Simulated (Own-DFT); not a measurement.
# Computed records: TiSi$_{2}$ (C49 TiSi2 crystal, strained, atoms displaced)

All values are calculated (Own-DFT development build). A calculation, not a measurement: plane-wave density functional theory by an unreviewed code, no spin, of a simulated periodic cell, stress positive in tension, run twice, with PBE and with PBEsol, both on files made for PBE, so the change isn't that of files made for PBEsol, forces on such cells moved up to 12 meV/angstrom on a denser k mesh; the far tail of each file's local potential was reset to the Coulomb form; each entry is a single point on an unrelaxed cell, so the pressure reflects the starting lattice, taken from the Materials Project, from which strain is counted, and rises with the displacements; printed positions are rounded, which can move forces by about a meV/angstrom; the program, named Own-DFT, is a retired in-house code; no spin-orbit coupling; stress was not checked against mesh or cutoff.

```yaml
- formula: TiSi2
  kind: "C49 TiSi2 crystal, strained, atoms displaced"
  structure:
    cell_angstrom:
      - [5.2187, -6.6926, 3.3443]
      - [7.2199, -0.0614, -7.1938]
      - [5.2838, 6.8391, 3.5253]
    atoms_fractional:
      - [Ti, 0.94778, 0.92279, 0.15874]
      - [Ti, 0.84076, 0.87595, 0.64458]
      - [Si, 0.61203, 0.91904, 0.49417]
      - [Si, 0.19661, 0.88225, 0.31627]
      - [Si, 0.89847, 0.03417, 0.4072]
      - [Si, 0.8999, 0.77716, 0.40017]
      - [Ti, 0.94792, 0.43375, 0.15266]
      - [Ti, 0.85505, 0.37642, 0.6433]
      - [Si, 0.60324, 0.42515, 0.48247]
      - [Si, 0.19122, 0.36742, 0.31122]
      - [Si, 0.90068, 0.52468, 0.40366]
      - [Si, 0.89347, 0.2674, 0.39972]
      - [Ti, 0.75161, 0.72246, 0.95707]
      - [Ti, 0.65539, 0.67519, 0.4486]
      - [Si, 0.4031, 0.7271, 0.28105]
      - [Si, 0.99005, 0.67593, 0.10058]
      - [Si, 0.70864, 0.81928, 0.20067]
      - [Si, 0.7019, 0.57326, 0.20652]
      - [Ti, 0.53492, 0.03005, 0.75746]
      - [Ti, 0.45372, 0.981, 0.24662]
      - [Si, 0.21253, 0.03113, 0.08881]
      - [Si, 0.78656, 0.97753, 0.90663]
      - [Si, 0.49854, 0.13539, 0.99867]
      - [Si, 0.49027, 0.86807, 0.99248]
      - [Ti, 0.74729, 0.21668, 0.96272]
      - [Ti, 0.65398, 0.17849, 0.45233]
      - [Si, 0.40795, 0.22494, 0.29656]
      - [Si, 0.98768, 0.18028, 0.09854]
      - [Si, 0.69638, 0.33028, 0.20364]
      - [Si, 0.69599, 0.07392, 0.19895]
      - [Ti, 0.54843, 0.52063, 0.75454]
      - [Ti, 0.4477, 0.47751, 0.24848]
      - [Si, 0.19546, 0.53376, 0.09507]
      - [Si, 0.78673, 0.47658, 0.90454]
      - [Si, 0.51144, 0.62454, 0.99117]
      - [Si, 0.49839, 0.36652, 0.01214]
      - [Ti, 0.3475, 0.82344, 0.55274]
      - [Ti, 0.25685, 0.77158, 0.04675]
      - [Si, 0.00983, 0.81851, 0.89932]
      - [Si, 0.59645, 0.77532, 0.69705]
      - [Si, 0.30722, 0.92748, 0.80358]
      - [Si, 0.3001, 0.67679, 0.8022]
      - [Ti, 0.34325, 0.3343, 0.55863]
      - [Ti, 0.24811, 0.27358, 0.0507]
      - [Si, 0.01291, 0.32251, 0.89366]
      - [Si, 0.59819, 0.27809, 0.71095]
      - [Si, 0.28789, 0.43796, 0.79875]
      - [Si, 0.29479, 0.17542, 0.79532]
      - [Ti, 0.14479, 0.62055, 0.35942]
      - [Ti, 0.05235, 0.57206, 0.84385]
      - [Si, 0.80422, 0.62096, 0.69706]
      - [Si, 0.40009, 0.56014, 0.50949]
      - [Si, 0.10257, 0.71803, 0.6044]
      - [Si, 0.10885, 0.47177, 0.59881]
      - [Ti, 0.14612, 0.12352, 0.35314]
      - [Ti, 0.06025, 0.07574, 0.8509]
      - [Si, 0.80161, 0.1324, 0.69402]
      - [Si, 0.39286, 0.0743, 0.51001]
      - [Si, 0.09897, 0.21855, 0.60599]
      - [Si, 0.09406, 0.97167, 0.58907]
  settings:
    functional: "PBE, then PBEsol"
    potential_files: "PseudoDojo norm-conserving, scalar-relativistic, standard set"
    "wave_cutoff [hartree]": 42.0
    occupations: "cold (Marzari-Vanderbilt)"
    "smearing_width [eV]": 0.2
    k_mesh: "4 x 4 x 4 centred on Gamma"
  results:
    "PBE_pressure [GPa]": 5.02
    "PBE_stress_xx [GPa]": -3.27
    "PBE_stress_yy [GPa]": -4.33
    "PBE_stress_zz [GPa]": -7.45
    "PBE_stress_yz [GPa]": 3.89
    "PBE_stress_xz [GPa]": -5.41
    "PBE_stress_xy [GPa]": 1.52
    "PBEsol_pressure [GPa]": 1.68
    "PBEsol_stress_xx [GPa]": 0.17
    "PBEsol_stress_yy [GPa]": -0.74
    "PBEsol_stress_zz [GPa]": -4.47
    "PBEsol_stress_yz [GPa]": 3.91
    "PBEsol_stress_xz [GPa]": -5.44
    "PBEsol_stress_xy [GPa]": 1.5
    force_element: [Ti, Ti, Si, Si, Si, Si, Ti, Ti, Si, Si, Si, Si, Ti, Ti, Si, Si, Si, Si, Ti, Ti, Si, Si, Si, Si, Ti, Ti, Si, Si, Si, Si, Ti, Ti, Si, Si, Si, Si, Ti, Ti, Si, Si, Si, Si, Ti, Ti, Si, Si, Si, Si, Ti, Ti, Si, Si, Si, Si, Ti, Ti, Si, Si, Si, Si]
    "PBE_force_x [eV/angstrom]": [0.085, 1.643, -0.396, -1.151, -1.553, 0.227, -1.028, -0.03, 0.888, 0.386, 0.055, 1.327, -0.657, -0.749, 1.045, 0.985, -0.212, -0.252, 0.431, -0.426, -0.365, 0.018, -0.914, 1.899, -0.019, -0.888, -0.016, 0.803, -0.072, 0.236, -0.151, -0.442, -0.133, 0.37, -0.186, 0.007, -0.031, -0.109, -0.156, 0.298, -1.427, 0.075, -1.095, 0.827, -0.392, -0.366, 0.434, 0.914, 0.178, 0.33, 0.032, 0.914, -0.061, -0.8, 0.129, -1.36, 0.034, 0.071, -0.235, 1.027]
    "PBE_force_y [eV/angstrom]": [-0.427, -0.725, -0.502, -0.099, -0.244, 0.119, 0.366, 0.458, -0.954, 0.348, -0.11, -0.45, -0.051, 0.166, 0.252, 1.698, 0.525, -0.066, -1.529, 0.009, 0.308, -0.035, 0.305, -0.224, -0.4, 0.202, -0.46, 0.683, -0.279, 0.051, 0.19, -0.446, -1.175, 0.278, 1.035, -0.383, 0.194, 0.283, -0.782, 1.589, 0.377, -0.189, -0.69, -0.297, -0.302, 0.938, -0.573, 0.212, -0.809, 0.699, -1.051, 0.903, 0.049, 0.917, 0.099, 0.546, -0.863, 0.231, -0.322, 0.407]
    "PBE_force_z [eV/angstrom]": [-0.41, 1.154, -1.85, -0.218, 0.165, 0.303, 0.628, 0.082, 1.696, -1.056, 0.128, -0.539, -0.94, -0.255, 1.241, 0.159, -0.874, -0.443, 0.748, 0.623, 0.87, 0.698, 0.714, 0.771, -1.479, -0.165, 0.069, 1.446, 0.312, 0.429, -0.475, -0.293, 2.222, 1.271, 0.339, -1.257, 0.41, -0.871, -1.748, 0.399, -0.898, -0.011, 1.733, -0.318, -1.21, -0.944, 1.791, 0.116, -0.406, -0.434, -0.081, -3.041, -0.656, -0.74, -0.303, -0.477, 1.761, -0.211, -0.68, 1.012]
    "PBEsol_force_x [eV/angstrom]": [0.073, 1.618, -0.395, -1.126, -1.576, 0.236, -1.013, -0.035, 0.874, 0.382, 0.059, 1.346, -0.655, -0.733, 1.025, 0.966, -0.22, -0.249, 0.427, -0.421, -0.356, 0.018, -0.937, 1.925, -0.029, -0.871, -0.019, 0.792, -0.079, 0.239, -0.146, -0.429, -0.13, 0.369, -0.194, 0.009, -0.024, -0.113, -0.155, 0.294, -1.438, 0.087, -1.08, 0.815, -0.384, -0.358, 0.435, 0.927, 0.169, 0.333, 0.03, 0.902, -0.068, -0.813, 0.124, -1.33, 0.031, 0.068, -0.241, 1.042]
    "PBEsol_force_y [eV/angstrom]": [-0.436, -0.702, -0.565, -0.043, -0.236, 0.115, 0.34, 0.48, -1.018, 0.401, -0.106, -0.442, -0.069, 0.184, 0.204, 1.778, 0.514, -0.068, -1.531, 0.041, 0.259, 0.021, 0.299, -0.222, -0.406, 0.205, -0.524, 0.739, -0.273, 0.046, 0.166, -0.422, -1.23, 0.332, 1.018, -0.375, 0.177, 0.288, -0.838, 1.646, 0.371, -0.186, -0.704, -0.272, -0.365, 1.0, -0.567, 0.205, -0.82, 0.711, -1.118, 0.967, 0.048, 0.899, 0.088, 0.56, -0.931, 0.285, -0.313, 0.394]
    "PBEsol_force_z [eV/angstrom]": [-0.411, 1.142, -1.848, -0.233, 0.158, 0.305, 0.617, 0.08, 1.716, -1.07, 0.132, -0.541, -0.919, -0.248, 1.253, 0.149, -0.887, -0.446, 0.747, 0.613, 0.871, 0.69, 0.727, 0.775, -1.474, -0.164, 0.077, 1.446, 0.315, 0.429, -0.478, -0.276, 2.239, 1.27, 0.346, -1.277, 0.399, -0.869, -1.741, 0.389, -0.922, -0.012, 1.715, -0.31, -1.208, -0.971, 1.802, 0.127, -0.395, -0.429, -0.071, -3.054, -0.653, -0.737, -0.291, -0.49, 1.767, -0.21, -0.695, 1.034]
    "rms_change_of_force_components_from_PBE_to_PBEsol [eV/angstrom]": 0.023
```
